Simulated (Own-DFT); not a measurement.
## Calculated data, AlN (wurtzite, atoms displaced)

A calculation, not a measurement: plane-wave PBE density functional theory by an unreviewed code, no spin, of a simulated periodic cell, stress positive in tension, free energy of the whole cell less one offset for each atom, forces on such cells passed a denser k mesh, this cell's mesh not checked; offsets are fitted by least squares, one for each functional and potential file, so energies compare only between cells with the same atoms and settings and are not formation energies; the far tail of each file's local potential was reset to the Coulomb form; each entry is a single point on an unrelaxed cell, so the pressure reflects the starting lattice, mostly measured values (interpolated for alloys), from which strain is counted, and rises with the displacements; printed positions are rounded, which can move forces by about a meV/angstrom; the program, named Own-DFT, is a retired in-house code; no spin-orbit coupling. Program: Own-DFT development build.

Settings shared by all entries: functional PBE; potential files PseudoDojo norm-conserving, scalar-relativistic, standard set; wave cutoff 42 hartree; occupations Fermi-Dirac; smearing width 0.1 eV; hardware one NVIDIA H100; k mesh 2 x 2 x 2 centred on Gamma.

(1) AlN (wurtzite, atoms displaced)

```
AlN
1.0
     12.4480     0.0000     0.0000
     -6.2240    10.7803     0.0000
      0.0000     0.0000     9.9640
Al N Al N Al N Al N Al N Al N Al N Al N Al N Al N Al N Al N Al N Al N Al N Al N Al N Al N Al N Al N Al N Al N Al N Al N Al N Al N Al N Al N Al N Al N Al N Al N
2 2 2 2 2 2 2 2 2 2 2 2 2 2 2 2 2 2 2 2 2 2 2 2 2 2 2 2 2 2 2 2 2 2 2 2 2 2 2 2 2 2 2 2 2 2 2 2 2 2 2 2 2 2 2 2 2 2 2 2 2 2 2 2
Direct
  0.08725 0.16345 0.99576
  0.17307 0.08267 0.24724
  0.08326 0.16187 0.21291
  0.17578 0.08430 0.44634
  0.08780 0.17225 0.49614
  0.16911 0.07200 0.75528
  0.07873 0.16613 0.69570
  0.15944 0.07292 0.96564
  0.08071 0.41600 0.98573
  0.16830 0.32528 0.25080
  0.08969 0.41841 0.17886
  0.17172 0.32697 0.43024
  0.08086 0.42153 0.51439
  0.15342 0.32922 0.76602
  0.08969 0.42105 0.69058
  0.16140 0.33381 0.94121
  0.08952 0.67529 0.01494
  0.17151 0.58547 0.25472
  0.07401 0.66191 0.18955
  0.17481 0.58879 0.42840
  0.09142 0.65725 0.50992
  0.16379 0.58316 0.74832
  0.08914 0.67616 0.68999
  0.15588 0.57973 0.95524
  0.08467 0.92255 0.99398
  0.18112 0.83567 0.24865
  0.08857 0.93196 0.19027
  0.16615 0.83148 0.43309
  0.08620 0.91136 0.50283
  0.15480 0.83159 0.75965
  0.06113 0.89162 0.69137
  0.15768 0.82667 0.94638
  0.33512 0.16267 0.00354
  0.40996 0.09294 0.27455
  0.35847 0.17316 0.18473
  0.40268 0.08196 0.44619
  0.33824 0.17090 0.48533
  0.39942 0.06389 0.74285
  0.34584 0.16961 0.71906
  0.40875 0.08306 0.93645
  0.32127 0.40425 0.00055
  0.41437 0.31948 0.23679
  0.33091 0.40632 0.18316
  0.40706 0.33633 0.41800
  0.34923 0.42560 0.47677
  0.40703 0.32551 0.74421
  0.34310 0.41660 0.67979
  0.41910 0.32122 0.93797
  0.33997 0.67161 0.99998
  0.40534 0.58607 0.24561
  0.33014 0.65340 0.18766
  0.42690 0.59483 0.44337
  0.31982 0.64576 0.49368
  0.41357 0.58837 0.74596
  0.34826 0.67275 0.68440
  0.42442 0.58046 0.91794
  0.32537 0.90251 0.98784
  0.40637 0.83430 0.24619
  0.33757 0.92149 0.18267
  0.40500 0.83130 0.43660
  0.33154 0.90994 0.50108
  0.42492 0.83108 0.73405
  0.31295 0.91871 0.69170
  0.41130 0.84110 0.93989
  0.58475 0.15775 0.02121
  0.65864 0.07467 0.24254
  0.57504 0.16495 0.20484
  0.66563 0.07334 0.46521
  0.56570 0.16439 0.50944
  0.66403 0.08067 0.75716
  0.56735 0.16231 0.68457
  0.66781 0.05947 0.95522
  0.58512 0.43099 0.01415
  0.67381 0.33838 0.24751
  0.59077 0.41665 0.19673
  0.66944 0.32730 0.43569
  0.58576 0.42903 0.49481
  0.67548 0.33949 0.73741
  0.59620 0.41967 0.68091
  0.64845 0.32355 0.92592
  0.57432 0.66721 0.99627
  0.66189 0.58511 0.24945
  0.56376 0.65950 0.19406
  0.67084 0.59540 0.44097
  0.56888 0.65891 0.48930
  0.66681 0.59358 0.74934
  0.57379 0.66532 0.70688
  0.66363 0.58767 0.92501
  0.58423 0.90931 0.99856
  0.66073 0.83161 0.24195
  0.57901 0.90530 0.18279
  0.67465 0.82497 0.44029
  0.58050 0.91157 0.49161
  0.65559 0.83925 0.77234
  0.59445 0.91781 0.67745
  0.67695 0.83098 0.93945
  0.84463 0.17092 0.00463
  0.93277 0.09155 0.25001
  0.84519 0.16186 0.19081
  0.90557 0.08732 0.45090
  0.83568 0.16103 0.52417
  0.91870 0.07299 0.75656
  0.83768 0.17126 0.69705
  0.91995 0.09387 0.95596
  0.83055 0.40516 0.00328
  0.92719 0.36330 0.26219
  0.81530 0.41965 0.18047
  0.91565 0.33140 0.44789
  0.83566 0.42483 0.48845
  0.90654 0.31238 0.76857
  0.84257 0.41956 0.69376
  0.91863 0.32640 0.94017
  0.83747 0.65967 0.99530
  0.91499 0.57235 0.25440
  0.83167 0.66379 0.17468
  0.91004 0.57895 0.44392
  0.83622 0.66083 0.48142
  0.91577 0.57843 0.75213
  0.83320 0.67635 0.69449
  0.90362 0.57431 0.93957
  0.83418 0.91137 0.99227
  0.92446 0.85257 0.25154
  0.84608 0.91810 0.18729
  0.89731 0.82696 0.42783
  0.82138 0.91978 0.48641
  0.92507 0.84259 0.75659
  0.82810 0.91696 0.69457
  0.91579 0.83587 0.93952
```

* free energy of cell above offsets: -25.085 eV
* pressure: 11.29 GPa
* stress xx: -11.24 GPa
* stress yy: -11.49 GPa
* stress zz: -11.13 GPa
* stress yz: -0.07 GPa
* stress xz: -0.01 GPa
* stress xy: 1.66 GPa
* wall time: 397.7 s

Force:
```
element  x (eV/Å)  y (eV/Å)  z (eV/Å)
     Al    -1.945      0.38     1.741
     Al     0.057     1.846     1.227
      N     4.202     1.809    -3.241
      N    -1.639    -0.975    -0.208
     Al    -0.294    -1.824     1.003
     Al    -0.832     1.694    -0.525
      N     1.764    -0.225     0.122
      N     1.202     5.321    -3.703
     Al     0.028     0.434     3.144
     Al    -1.279     1.441    -1.022
      N    -1.029     0.266     1.822
      N    -1.159     3.169     2.133
     Al     1.155    -2.236    -3.383
     Al     3.051     0.002    -4.358
      N    -0.807    -0.317     2.176
      N     0.752    -1.109     1.247
     Al    -1.844      -3.2    -2.524
     Al    -1.164    -1.514    -4.517
      N      2.14     0.679     2.877
      N    -2.451    -2.739     2.839
     Al    -2.928     2.575    -1.744
     Al     0.483     1.369     1.914
      N     0.626     -2.56     0.392
      N     1.878     1.989    -2.759
     Al    -0.758    -5.537     3.298
     Al    -3.695    -0.203    -0.272
      N     1.885    -3.661    -0.551
      N     0.749    -1.136     1.213
     Al     -1.97    -0.047    -1.262
     Al     1.062    -0.851    -0.365
      N     5.742     5.657    -2.058
      N     0.013     1.329    -0.695
     Al     0.498     0.094    -1.432
     Al     4.399    -2.866    -3.948
      N     -4.58    -2.835    -0.602
      N     2.923    -1.814     1.503
     Al    -3.023      2.44     3.342
     Al     2.404     6.072     3.614
      N    -3.568    -3.071      -3.8
      N     2.629    -3.161     0.443
     Al      2.75     1.574    -1.551
     Al    -0.172     5.647     0.409
      N    -0.418     1.069      0.93
      N     4.536    -1.771     1.054
     Al    -3.791    -0.831      3.42
     Al     2.446     3.352     1.575
      N    -2.625     0.557    -0.322
      N    -2.526     2.433     1.185
     Al    -0.559    -1.734    -1.269
     Al     4.901    -3.752     1.598
      N    -4.559     4.394    -1.219
      N    -6.473    -4.296    -3.769
     Al     2.965     4.303     2.046
     Al     2.671    -3.369    -1.708
      N    -4.734    -1.012    -1.284
      N    -3.612    -0.571     5.336
     Al    -3.453     5.378     1.783
     Al     2.441    -0.548     0.091
      N    -0.351     0.008      0.35
      N     2.468    -1.297    -0.084
     Al    -2.735      0.91     0.714
     Al    -1.475     1.847      1.23
      N     2.356    -4.992    -2.112
      N     5.497    -3.495    -2.156
     Al    -2.392     0.385    -3.543
     Al     2.136     1.275     1.889
      N     1.579    -0.405      0.06
      N    -1.551      2.11    -2.729
     Al     3.545     0.355     -2.15
     Al    -0.757     0.475    -1.046
      N      2.15    -0.569     2.645
      N    -1.106     6.194    -2.194
     Al     0.796    -1.749    -3.478
     Al    -3.514    -3.492     2.271
      N    -2.127      0.59    -0.015
      N     -1.35     0.922     0.449
     Al     1.001    -1.472     0.088
     Al    -1.289    -1.451     1.197
      N    -2.567      0.62    -0.491
      N     2.825     0.101     2.861
     Al     2.758     -1.02    -0.019
     Al     0.992     0.794    -0.543
      N     2.287     1.019    -1.497
      N    -0.586    -2.144    -1.135
     Al     7.407     5.057     4.281
     Al     0.704    -1.087    -2.195
      N     0.797     2.088    -2.846
      N     0.337    -0.305     4.742
     Al    -0.613    -2.733     1.024
     Al      3.08    -0.587     1.453
      N    -2.268     0.746      1.15
      N    -6.296    -1.455     -2.46
     Al     0.955    -1.262    -0.129
     Al     3.733    -2.118    -5.732
      N    -3.091     0.264     2.156
      N    -3.062    -0.368     3.561
     Al    -2.265    -1.496     2.263
     Al     -4.83    -3.131     1.528
      N     -3.59     1.686     0.403
      N     4.627    -0.685    -2.038
     Al    -3.424     1.295    -3.413
     Al    -1.478     1.084     0.262
      N    -0.116    -3.719     2.199
      N     3.409    -2.922    -2.895
     Al    -2.199     1.014    -3.062
     Al     1.828    -4.291    -1.601
      N     6.219     0.953     0.814
      N     0.104     1.724    -0.247
     Al     0.024    -4.472     3.594
     Al     -1.11     5.365    -3.306
      N     0.802    -1.417     -1.04
      N    -1.302     1.042      2.02
     Al    -3.396     1.567    -0.653
     Al    -2.887     3.339    -1.603
      N    -0.052     0.215     3.494
      N      3.91     1.115    -1.829
     Al    -3.587     3.567     3.235
     Al    -1.685     1.572     0.026
      N     1.751    -1.256    -1.134
      N      4.06    -0.766    -0.221
     Al     0.418     2.332     2.333
     Al     3.097    -3.799    -0.517
      N    -5.198      1.66    -1.414
      N     2.915     1.249     2.086
     Al     4.217     0.917     3.065
     Al    -7.284     -4.11     0.325
      N     0.071    -0.436     0.149
      N     2.212    -0.464     0.221
```

(2) AlN (wurtzite, atoms displaced)

```
AlN
1.0
     12.4480     0.0000     0.0000
     -6.2240    10.7803     0.0000
      0.0000     0.0000     9.9640
Al N Al N Al N Al N Al N Al N Al N Al N Al N Al N Al N Al N Al N Al N Al N Al N Al N Al N Al N Al N Al N Al N Al N Al N Al N Al N Al N Al N Al N Al N Al N Al N
2 2 2 2 2 2 2 2 2 2 2 2 2 2 2 2 2 2 2 2 2 2 2 2 2 2 2 2 2 2 2 2 2 2 2 2 2 2 2 2 2 2 2 2 2 2 2 2 2 2 2 2 2 2 2 2 2 2 2 2 2 2 2 2
Direct
  0.08076 0.15169 0.00569
  0.17206 0.07232 0.24897
  0.09062 0.17677 0.18688
  0.16437 0.07409 0.43673
  0.09245 0.17362 0.50427
  0.16093 0.08004 0.74676
  0.07979 0.16288 0.67443
  0.15806 0.08474 0.95078
  0.08268 0.40949 0.99889
  0.18209 0.34473 0.24427
  0.09916 0.43133 0.19126
  0.15923 0.33488 0.44337
  0.09111 0.41111 0.51334
  0.17586 0.33238 0.76191
  0.08620 0.42254 0.68536
  0.17358 0.33785 0.93446
  0.08660 0.66869 0.01312
  0.14964 0.56879 0.24334
  0.07579 0.65787 0.20067
  0.15759 0.58099 0.44940
  0.08253 0.67502 0.47987
  0.16752 0.59111 0.75255
  0.07392 0.65309 0.70953
  0.15885 0.57423 0.94086
  0.08848 0.90596 0.00923
  0.16434 0.83596 0.24355
  0.07978 0.89909 0.20713
  0.15585 0.81962 0.44114
  0.07575 0.91149 0.48636
  0.17258 0.82588 0.74818
  0.08695 0.90484 0.67357
  0.17425 0.83766 0.93622
  0.34177 0.17852 0.01049
  0.43648 0.09034 0.24281
  0.34281 0.17882 0.18252
  0.41985 0.09118 0.43752
  0.32091 0.15757 0.50098
  0.41519 0.08019 0.75221
  0.34352 0.17005 0.70710
  0.42582 0.07547 0.94537
  0.34983 0.42266 0.00937
  0.41836 0.33580 0.25108
  0.32926 0.40408 0.18382
  0.40200 0.31776 0.42272
  0.32871 0.41274 0.50829
  0.39652 0.32096 0.74515
  0.32041 0.41555 0.67516
  0.42461 0.33071 0.94172
  0.34103 0.66476 0.00904
  0.42041 0.57818 0.25005
  0.33302 0.67447 0.18146
  0.41112 0.58671 0.42497
  0.34464 0.66326 0.49162
  0.41825 0.60181 0.74345
  0.32851 0.66827 0.70998
  0.41695 0.58775 0.93263
  0.34512 0.92996 0.98873
  0.40960 0.83417 0.24160
  0.32671 0.90534 0.16860
  0.42513 0.83819 0.44717
  0.33178 0.90145 0.50066
  0.41539 0.83872 0.74661
  0.32686 0.90400 0.68912
  0.42503 0.84107 0.92998
  0.58181 0.16494 0.99236
  0.66474 0.07193 0.26029
  0.58993 0.16196 0.19429
  0.66282 0.08987 0.44954
  0.56747 0.16215 0.49907
  0.67426 0.09197 0.74211
  0.60292 0.17457 0.70283
  0.65802 0.09048 0.93605
  0.58697 0.41551 0.00069
  0.68671 0.35518 0.24931
  0.57948 0.42036 0.18960
  0.64803 0.33433 0.45744
  0.60249 0.42561 0.49963
  0.66954 0.34461 0.73742
  0.59323 0.40467 0.68539
  0.67944 0.32956 0.94100
  0.58507 0.67342 0.00815
  0.65805 0.58009 0.24296
  0.57491 0.66331 0.18817
  0.66502 0.59035 0.45180
  0.59519 0.66281 0.49119
  0.66978 0.60149 0.75400
  0.58904 0.67229 0.68838
  0.68486 0.60244 0.94213
  0.57631 0.91738 0.98695
  0.65812 0.82935 0.25318
  0.57692 0.92025 0.19602
  0.66810 0.83097 0.44465
  0.59714 0.93199 0.47698
  0.67314 0.83558 0.74061
  0.57811 0.91870 0.68103
  0.68106 0.84828 0.94066
  0.83440 0.17311 0.00209
  0.93605 0.09990 0.22828
  0.85744 0.17401 0.20144
  0.92075 0.08381 0.41977
  0.84557 0.16425 0.52088
  0.92730 0.08811 0.73346
  0.83126 0.17003 0.67513
  0.91582 0.08152 0.94349
  0.84258 0.41958 0.00102
  0.91131 0.31905 0.23619
  0.83091 0.41185 0.19951
  0.91004 0.34615 0.44942
  0.83686 0.42047 0.48839
  0.92059 0.33089 0.75098
  0.82884 0.42528 0.67754
  0.92755 0.34469 0.93779
  0.82333 0.66569 0.00433
  0.91279 0.57556 0.26435
  0.82631 0.66909 0.20994
  0.92202 0.58631 0.44278
  0.83561 0.66801 0.49448
  0.92878 0.58628 0.76356
  0.83847 0.66526 0.69052
  0.93236 0.58787 0.94199
  0.83762 0.91810 0.00230
  0.91226 0.84634 0.26092
  0.82851 0.91637 0.20023
  0.92352 0.82638 0.44685
  0.83526 0.92198 0.49894
  0.90943 0.83192 0.74763
  0.82771 0.90320 0.68516
  0.91133 0.83230 0.93497
```

* free energy of cell above offsets: -23.029 eV
* pressure: 12.85 GPa
* stress xx: -16.21 GPa
* stress yy: -11.54 GPa
* stress zz: -10.8 GPa
* stress yz: -0.45 GPa
* stress xz: 1.58 GPa
* stress xy: 2.31 GPa
* wall time: 404.6 s

Force:
```
element  x (eV/Å)  y (eV/Å)  z (eV/Å)
     Al    -3.832     4.263     0.037
     Al    -0.502     2.206     -0.53
      N     3.243    -0.257     0.212
      N    -1.167     1.084    -0.063
     Al    -0.642    -1.205     -5.37
     Al     1.375    -2.065      0.69
      N     2.192     1.112     3.968
      N     5.818    -2.832    -2.359
     Al      1.63     2.394     0.089
     Al     -3.83    -2.065     1.903
      N     0.145     -9.42    -3.003
      N     3.892    -1.288    -2.139
     Al    -5.169     2.967    -2.395
     Al    -3.417     0.646    -2.828
      N     0.955    -1.777     3.992
      N     1.113    -1.372     3.166
     Al     1.543    -0.289    -1.478
     Al      1.06     8.073     4.165
      N    -0.745      1.45    -0.734
      N     2.601     0.235    -1.302
     Al     1.858    -6.997     3.916
     Al     0.345    -2.654     0.725
      N     2.763     4.793    -3.582
      N      1.24     1.657     1.284
     Al    -2.243     0.878    -1.443
     Al     5.743    -3.973     2.278
      N    -5.217     4.181    -2.945
      N     1.523     8.065     -2.44
     Al     3.618     0.412     2.382
     Al    -3.236    -1.378     0.052
      N    -1.455     2.131     2.296
      N     0.187    -0.352     0.985
     Al     -0.18     -2.95    -3.198
     Al    -3.627    -1.497     0.834
      N     0.503    -2.926     2.859
      N    -2.764    -3.604    -0.658
     Al     2.422      1.14    -0.252
     Al     2.653    -0.137     0.159
      N    -2.711    -3.675    -2.685
      N    -3.561     5.607    -2.404
     Al    -1.671    -0.422    -3.609
     Al     0.424    -0.882     -1.01
      N     2.141     3.654     0.956
      N    -0.796      1.83     4.857
     Al     0.679    -0.073    -6.149
     Al     2.758     5.171     0.903
      N     2.753     0.718     5.022
      N    -1.307     1.946    -1.213
     Al    -3.027     0.578    -3.676
     Al    -3.167    -0.086    -1.729
      N     0.895    -2.015     3.162
      N     4.685    -2.803     2.009
     Al    -5.912     2.417     1.843
     Al     2.397    -2.162     1.054
      N     0.267     1.436    -3.394
      N     2.551     -0.86     1.217
     Al    -0.387    -6.721       1.1
     Al     0.529    -0.472     1.336
      N    -1.049     2.158      2.92
      N     0.252    -1.424    -2.195
     Al    -2.056     1.512    -0.277
     Al     2.547    -0.922    -0.105
      N    -0.181     3.256     -0.81
      N    -1.944    -2.002     0.992
     Al     0.499     2.477     1.876
     Al     0.073     3.804    -0.253
      N     1.703     2.443    -1.125
      N      1.78      1.48    -1.574
     Al     3.814     2.672     2.274
     Al      0.25    -3.139     1.172
      N    -5.402    -0.077    -2.458
      N     5.354     -1.68    -0.078
     Al     1.779     0.542    -1.358
     Al    -5.988    -5.342     2.168
      N     1.417    -0.265    -0.278
      N     8.896    -4.376    -5.845
     Al    -7.942     3.586     3.305
     Al     8.009    -4.246     3.772
      N    -11.41      5.61    -1.379
      N    -2.324     1.769     0.454
     Al     0.343     0.786    -3.024
     Al      0.87     1.449     1.427
      N     1.252      0.76     0.858
      N     6.241    -4.296    -3.823
     Al    -7.983     4.091     2.975
     Al     3.583     -2.91    -0.424
      N    -2.326    -0.636    -0.998
      N     -6.82      -4.7    -1.336
     Al     2.925     2.064     1.022
     Al     0.282     0.955     -0.35
      N     1.615    -1.989    -1.084
      N     0.021     0.352     -1.23
     Al    -1.072    -3.549     3.693
     Al    -3.499     0.795     1.273
      N      2.19     0.478     0.299
      N    -2.248    -2.141    -0.237
     Al    -0.303    -1.126    -0.626
     Al     0.268     -4.46     3.279
      N    -5.128    -4.146    -4.152
      N     0.288     0.179     3.404
     Al    -1.344      1.76    -12.84
     Al    -2.952    -2.272     2.763
      N     2.059    -0.317      10.7
      N    -0.108     1.287    -1.046
     Al    -1.123     0.944    -0.368
     Al    -0.031     7.526     4.759
      N     4.363      2.14    -2.499
      N     6.815    -4.953    -2.751
     Al    -3.979     1.212     3.781
     Al    -1.556     2.534    -1.962
      N      2.48     -0.27     2.029
      N    -0.727    -3.034     0.711
     Al     7.062     3.042     2.361
     Al    -0.423     1.867    -2.164
      N     0.758    -0.342    -1.625
      N    -2.517    -0.589    -0.179
     Al     0.688    -1.177     1.921
     Al    -4.754    -2.452     -1.86
      N    -1.375     0.373     0.124
      N    -3.243     -0.69     2.807
     Al    -0.141    -0.022     0.448
     Al     1.946    -3.088      0.14
      N    -0.481     1.397    -1.773
      N    -4.847     1.102    -1.778
     Al     1.115      -0.8    -1.204
     Al     3.845    -1.371    -0.266
      N      0.15     4.177     -0.96
      N     1.803     0.387     1.722
```
